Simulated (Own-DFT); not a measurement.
## Calculated data, GaN (wurtzite, strained, atoms displaced)

Computed with Own-DFT development build. A calculation, not a measurement: plane-wave PBE density functional theory by an unreviewed code, no spin, of a simulated periodic cell, stress positive in tension, free energy of the whole cell less one offset for each atom, forces on such cells passed a denser k mesh, this cell's mesh not checked; offsets are fitted by least squares, one for each functional and potential file, so energies compare only between cells with the same atoms and settings and are not formation energies; the far tail of each file's local potential was reset to the Coulomb form; each entry is a single point on an unrelaxed cell, so the pressure reflects the starting lattice, mostly measured values (interpolated for alloys), from which strain is counted, and rises with the displacements; printed positions are rounded, which can move forces by about a meV/angstrom; the program, named Own-DFT, is a retired in-house code; no spin-orbit coupling.

Common to all runs: functional PBE; potential files PseudoDojo norm-conserving, scalar-relativistic, standard set with the stringent files for Ga; wave cutoff 96 hartree; occupations Gaussian; smearing width 0.01 eV; k mesh 3 x 4 x 3 centred on Gamma.

(1) GaN (wurtzite, strained, atoms displaced)

```
CELL_PARAMETERS angstrom
12.75600 0.00000 -0.19130
-4.78350 8.28530 0.07180
-0.15560 0.00000 10.37000
ATOMIC_POSITIONS crystal
Ga 0.08204 0.22719 0.00168
Ga 0.16855 0.11893 0.25183
N 0.08347 0.22376 0.18663
N 0.16773 0.12055 0.44066
Ga 0.08476 0.22210 0.49653
Ga 0.16817 0.10811 0.75261
N 0.08389 0.22195 0.67783
N 0.17265 0.12082 0.94808
Ga 0.08563 0.54797 0.00974
Ga 0.15828 0.43992 0.25098
N 0.08120 0.54958 0.18183
N 0.16656 0.43635 0.42922
Ga 0.08075 0.55137 0.50137
Ga 0.16994 0.45050 0.74879
N 0.08366 0.55823 0.68417
N 0.17523 0.44928 0.94057
Ga 0.08026 0.88477 0.00251
Ga 0.17165 0.77504 0.24196
N 0.08535 0.89491 0.18662
N 0.16035 0.77378 0.43716
Ga 0.07630 0.89386 0.49926
Ga 0.16515 0.78245 0.75306
N 0.07743 0.87487 0.68691
N 0.16878 0.78725 0.94206
Ga 0.32814 0.22057 0.00623
Ga 0.41853 0.11373 0.25301
N 0.33104 0.21519 0.18985
N 0.41897 0.10766 0.44694
Ga 0.33175 0.21410 0.50754
Ga 0.41656 0.11383 0.74585
N 0.32946 0.21767 0.69339
N 0.42600 0.11099 0.93288
Ga 0.33328 0.55588 0.99444
Ga 0.41838 0.44218 0.25018
N 0.33727 0.55076 0.18283
N 0.41447 0.43423 0.43368
Ga 0.32971 0.54865 0.49986
Ga 0.41966 0.44898 0.74913
N 0.33513 0.55286 0.68393
N 0.41633 0.45355 0.94436
Ga 0.33707 0.88727 0.00095
Ga 0.42047 0.78043 0.24668
N 0.33172 0.89585 0.19355
N 0.41851 0.77668 0.44053
Ga 0.33390 0.88690 0.50371
Ga 0.41965 0.77908 0.75295
N 0.33362 0.89274 0.69042
N 0.41785 0.77006 0.93554
Ga 0.59225 0.23530 0.00413
Ga 0.66135 0.10697 0.24177
N 0.57464 0.22704 0.18385
N 0.66455 0.11711 0.43023
Ga 0.58328 0.21776 0.48808
Ga 0.66630 0.09688 0.74720
N 0.58869 0.23014 0.69315
N 0.66683 0.10503 0.94178
Ga 0.57688 0.56181 0.00216
Ga 0.66517 0.44449 0.25055
N 0.58004 0.55165 0.19482
N 0.66127 0.43990 0.43459
Ga 0.58041 0.54612 0.49565
Ga 0.66268 0.44080 0.74593
N 0.58794 0.56362 0.69501
N 0.66993 0.44124 0.94884
Ga 0.58092 0.88544 0.99627
Ga 0.66722 0.77858 0.24833
N 0.58348 0.88664 0.17788
N 0.66758 0.77714 0.43420
Ga 0.57648 0.88343 0.49355
Ga 0.66990 0.78032 0.74894
N 0.58173 0.88656 0.68912
N 0.66221 0.77793 0.93576
Ga 0.83651 0.22014 0.99843
Ga 0.92259 0.11714 0.24708
N 0.83290 0.21899 0.18381
N 0.92348 0.12113 0.44390
Ga 0.83200 0.22210 0.49147
Ga 0.92451 0.12436 0.74770
N 0.83790 0.22920 0.68423
N 0.91341 0.10502 0.93088
Ga 0.83155 0.55061 0.00115
Ga 0.90982 0.43616 0.24424
N 0.83048 0.55568 0.19623
N 0.91373 0.44340 0.44820
Ga 0.83374 0.55597 0.50801
Ga 0.92178 0.43738 0.74905
N 0.83802 0.56566 0.68538
N 0.91721 0.45082 0.93451
Ga 0.83053 0.88647 0.00331
Ga 0.92332 0.77981 0.24647
N 0.82444 0.88146 0.19198
N 0.90556 0.76365 0.43786
Ga 0.82833 0.89375 0.50117
Ga 0.91312 0.77838 0.75218
N 0.83628 0.88685 0.69075
N 0.91626 0.77216 0.93263
```

- free energy of cell above offsets: -4.867 eV
- pressure: 6.98 GPa
- stress xx: -7.19 GPa
- stress yy: -6.41 GPa
- stress zz: -7.33 GPa
- stress yz: -0.05 GPa
- stress xz: -3.06 GPa
- stress xy: -0.99 GPa

Force:
```csv
element,x (eV/Å),y (eV/Å),z (eV/Å)
Ga,0.679,-0.654,-0.841
Ga,0.672,-0.752,0.006
N,-0.295,-0.138,-0.038
N,0.729,-1.477,-0.579
Ga,0.053,0.654,0.407
Ga,-0.998,-0.391,0.305
N,0.61,0.543,2.091
N,-2.149,-1.638,-1.639
Ga,-0.717,1.068,-3.643
Ga,2.088,0.774,-0.849
N,-0.863,0.4,2.468
N,-0.849,1.165,1.532
Ga,0.287,0.484,-0.872
Ga,0.108,-0.582,-0.227
N,0.837,-0.018,1.14
N,-2.368,-1.03,-1.022
Ga,-0.03,0.889,-0.553
Ga,-1.693,0.031,1.6
N,0.224,-0.346,0.595
N,0.584,0.477,-0.375
Ga,0.638,-1.142,-0.299
Ga,1.106,-0.751,0.055
N,-0.795,2.213,0.105
N,0.678,-1.355,0.046
Ga,2.778,0.848,-0.636
Ga,-0.659,-0.222,0.482
N,-0.292,0.762,0.548
N,-1.271,-0.301,-1.058
Ga,0.149,0.596,-0.712
Ga,1.444,0.041,0.934
N,0.09,1.1,-0.366
N,-1.293,0.127,1.081
Ga,0.788,0.418,1.645
Ga,-0.502,-0.48,-0.297
N,-1.663,0.71,0.777
N,-0.565,0.295,1.381
Ga,0.728,0.139,-0.947
Ga,0.348,-0.578,0.769
N,-0.682,0.593,0.573
N,0.653,-1.96,-1.472
Ga,-0.172,1.008,-0.455
Ga,-0.401,-0.946,0.107
N,1.817,-0.727,-0.979
N,-1.526,-0.987,-0.956
Ga,-0.757,-0.724,-0.359
Ga,-0.768,-0.168,-0.918
N,0.241,-0.882,-0.001
N,-1.16,0.886,0.306
Ga,-0.42,-2.721,-1.232
Ga,0.011,0.448,-0.21
N,1.803,-0.535,1.202
N,1.318,-1.648,-0.182
Ga,-0.179,1.379,2.304
Ga,-0.608,2.795,0.865
N,0.096,-2.136,-1.528
N,-0.025,0.821,-0.519
Ga,1.938,-0.565,0.471
Ga,0.082,0.288,-0.042
N,0.15,0.937,-1.041
N,0.825,0.126,0.688
Ga,-0.131,0.948,0.608
Ga,1.493,1.321,1.24
N,-0.619,-1.199,-1.351
N,-1.722,2.069,-1.791
Ga,0.304,0.534,-0.35
Ga,-0.687,-0.908,0.353
N,-0.522,0.226,1.571
N,-1.274,-0.117,0.668
Ga,1.961,0.985,0.812
Ga,0.282,0.387,0.173
N,0.244,-0.625,-1.192
N,0.953,0.044,0.253
Ga,-0.741,0.165,-0.908
Ga,-0.734,-1.441,0.897
N,-0.329,-0.119,0.499
N,-1.239,-1.462,-1.647
Ga,0,0.079,0.942
Ga,-0.002,-1.466,-0.793
N,-0.564,-1.868,-0.244
N,0.614,0.797,1.195
Ga,0.321,0.942,0.239
Ga,0.11,1.014,1.439
N,0.698,-0.198,-1.29
N,0.216,-0.055,-2.029
Ga,-0.491,-0.743,-1.219
Ga,-1.666,1.895,-0.058
N,-0.198,-1.788,1.697
N,1.323,-1.07,0.771
Ga,0.307,-0.485,-0.629
Ga,-1.078,-0.351,1.122
N,1.979,1.584,-0.799
N,0.119,2.573,-0.536
Ga,1.468,-0.448,-0.04
Ga,1.17,-0.526,-0.584
N,-1.647,1.591,-0.61
N,-0.77,0.553,1.958
```

(2) GaN (wurtzite, strained, atoms displaced)

```
CELL_PARAMETERS angstrom
12.75600 0.00000 0.00000
-4.78350 8.28530 -0.12430
0.00000 -0.15560 10.37000
ATOMIC_POSITIONS crystal
Ga 0.08456 0.21646 0.99815
Ga 0.16310 0.11741 0.24929
N 0.08619 0.22943 0.18632
N 0.16507 0.11187 0.44142
Ga 0.08218 0.22304 0.50352
Ga 0.16817 0.11084 0.75470
N 0.08358 0.21979 0.69162
N 0.16194 0.10429 0.94197
Ga 0.08432 0.54783 0.00482
Ga 0.17000 0.44227 0.24978
N 0.08313 0.55685 0.18749
N 0.16609 0.44164 0.43781
Ga 0.07752 0.54791 0.50015
Ga 0.16118 0.45222 0.75008
N 0.09322 0.56774 0.68941
N 0.16579 0.44116 0.93416
Ga 0.08557 0.88216 0.99579
Ga 0.16346 0.77634 0.25793
N 0.08186 0.88367 0.18893
N 0.16480 0.77418 0.43725
Ga 0.08831 0.89240 0.50835
Ga 0.16581 0.77521 0.74027
N 0.08841 0.89887 0.68510
N 0.18204 0.79883 0.93805
Ga 0.33407 0.21693 0.99163
Ga 0.41550 0.10792 0.24865
N 0.33259 0.22884 0.18559
N 0.41590 0.10726 0.43167
Ga 0.32987 0.22147 0.50846
Ga 0.41685 0.10983 0.75072
N 0.33528 0.23215 0.68508
N 0.43032 0.12424 0.94379
Ga 0.32742 0.54770 0.99998
Ga 0.41764 0.45096 0.25293
N 0.32743 0.55327 0.18668
N 0.41332 0.45331 0.42947
Ga 0.32971 0.55186 0.50473
Ga 0.41140 0.44881 0.74883
N 0.33636 0.55535 0.68561
N 0.42471 0.44514 0.93881
Ga 0.33717 0.88451 0.99043
Ga 0.41557 0.77993 0.25252
N 0.33752 0.89985 0.19096
N 0.41274 0.78181 0.43868
Ga 0.33091 0.88968 0.50815
Ga 0.42746 0.78287 0.75325
N 0.33282 0.89195 0.69113
N 0.41822 0.78466 0.93853
Ga 0.58438 0.22184 0.00067
Ga 0.67296 0.12352 0.24851
N 0.58104 0.22268 0.18305
N 0.66265 0.09785 0.43951
Ga 0.58316 0.22825 0.49630
Ga 0.66485 0.10518 0.74261
N 0.58103 0.22465 0.68820
N 0.66896 0.12164 0.93568
Ga 0.57808 0.55621 0.00302
Ga 0.67188 0.45870 0.24583
N 0.57696 0.54900 0.18937
N 0.67276 0.45168 0.43976
Ga 0.58045 0.55246 0.50264
Ga 0.66962 0.45388 0.75142
N 0.58638 0.55647 0.68509
N 0.67122 0.44301 0.94002
Ga 0.58125 0.89004 0.99882
Ga 0.66646 0.76932 0.25133
N 0.57885 0.89652 0.17886
N 0.66733 0.77575 0.43472
Ga 0.59409 0.89537 0.49985
Ga 0.66790 0.77203 0.74736
N 0.58818 0.89252 0.68655
N 0.65472 0.77022 0.93272
Ga 0.83586 0.21918 0.99976
Ga 0.91887 0.11118 0.24411
N 0.82869 0.21868 0.18488
N 0.92011 0.10244 0.44296
Ga 0.83117 0.21249 0.50297
Ga 0.91992 0.09962 0.74812
N 0.83594 0.23307 0.68816
N 0.91964 0.11182 0.94137
Ga 0.83793 0.55815 0.00709
Ga 0.91229 0.44882 0.24812
N 0.83111 0.56541 0.19020
N 0.91433 0.43567 0.43557
Ga 0.81541 0.55001 0.50776
Ga 0.91760 0.44754 0.74356
N 0.83456 0.57017 0.68394
N 0.91287 0.43870 0.93410
Ga 0.82704 0.88476 0.00954
Ga 0.91974 0.78105 0.25034
N 0.83578 0.88869 0.17611
N 0.91664 0.77485 0.44167
Ga 0.83268 0.88668 0.49273
Ga 0.91915 0.77758 0.75693
N 0.84304 0.88975 0.68861
N 0.91696 0.76933 0.94042
```

- free energy of cell above offsets: -3.463 eV
- pressure: 7.52 GPa
- stress xx: -6.48 GPa
- stress yy: -7.12 GPa
- stress zz: -8.95 GPa
- stress yz: -4.02 GPa
- stress xz: -0.41 GPa
- stress xy: -0.74 GPa

Force:
```csv
element,x (eV/Å),y (eV/Å),z (eV/Å)
Ga,-0.603,0.683,0.171
Ga,1.814,-0.771,0.21
N,-0.698,-1.18,-0.27
N,0.194,-0.094,-0.365
Ga,0.698,-0.001,0.042
Ga,-0.085,0.918,-0.292
N,0.012,1.01,0.009
N,1.047,0.273,-0.77
Ga,-0.995,1.066,-0.891
Ga,-1.322,0.937,0.619
N,-0.096,-0.615,0.613
N,-0.471,-0.159,0.355
Ga,0.243,0.646,-0.823
Ga,2.199,-1.369,-0.008
N,-1.823,-2.252,-1.184
N,0.012,-0.248,0.315
Ga,-0.532,0.333,1.264
Ga,0.927,0.899,-1.627
N,-0.193,0.899,-0.256
N,-0.122,-0.173,1.725
Ga,-0.983,-0.351,-2.346
Ga,-0.107,2.805,2.085
N,0.13,-1.434,1.813
N,-1.504,-2.976,-1.482
Ga,-0.104,0.56,1.608
Ga,-0.646,1.956,-0.391
N,0.024,-0.603,-0.014
N,-0.607,0.839,1.767
Ga,0.568,0.272,-2.875
Ga,0.003,1.249,0.486
N,0.254,-1.19,1.944
N,-2.357,-2.334,-1.894
Ga,1.109,0.861,-0.065
Ga,-0.785,-1.133,-1.474
N,0.982,0.8,-0.253
N,1.321,-0.952,2.523
Ga,-0.179,1.471,-1.334
Ga,1.92,-0.105,0.844
N,-1.571,0.889,1.052
N,-2.922,-0.924,-1.013
Ga,-0.553,2.634,2.539
Ga,-0.327,0.576,-0.335
N,-0.437,-2.907,-1.214
N,1.246,-0.678,0.788
Ga,0.573,0.193,-1.581
Ga,-1.323,-0.397,-0.705
N,0.86,-0.509,0.236
N,1.325,-2.201,-0.895
Ga,1.331,1.579,0.08
Ga,-1.532,-1.646,0.157
N,0.638,1.111,1.753
N,-0.075,2.876,-0.811
Ga,0.113,-1.146,0.335
Ga,-0.196,2.547,1.409
N,0.629,0.173,-0.601
N,1.088,-1.697,-0.538
Ga,2.326,0.054,-0.248
Ga,-0.634,-2.281,0.418
N,0.532,1.11,-0.192
N,-3.715,-2.376,-2.118
Ga,-0.628,0.175,-1.022
Ga,0.427,-1.239,0.909
N,-1.038,-0.429,0.198
N,-0.848,1.078,0.101
Ga,0.29,1.185,-0.394
Ga,-1.15,1.526,-1.15
N,1.401,-0.793,1.99
N,0.112,-0.43,0.491
Ga,-2.008,-2.209,-0.226
Ga,0.339,1.261,0.169
N,0.592,-1.351,-0.283
N,1.436,0.68,0.608
Ga,-0.993,0.265,-0.867
Ga,-0.497,0.395,0.803
N,1.457,0.977,0.385
N,-1.306,0.748,-1.464
Ga,0.072,0.759,-0.787
Ga,-1.204,1.992,0.901
N,0.697,-2.023,-0.177
N,-0.099,-1.124,-0.504
Ga,-0.457,-0.927,-1.338
Ga,0.862,-0.322,0.369
N,1.172,-0.804,-0.065
N,-1.029,0.032,0.556
Ga,5.08,2.595,-0.589
Ga,-0.52,0.897,0.869
N,0.93,-1.797,1.401
N,1.01,0.923,0.46
Ga,0.195,-0.048,-5.074
Ga,0.18,0.735,0.858
N,-0.422,-0.308,4.885
N,0.123,-0.179,-0.52
Ga,1.019,-0.466,1.135
Ga,0.317,0.949,-0.433
N,-1.658,-1.327,-0.596
N,-0.477,1.086,0.109
```
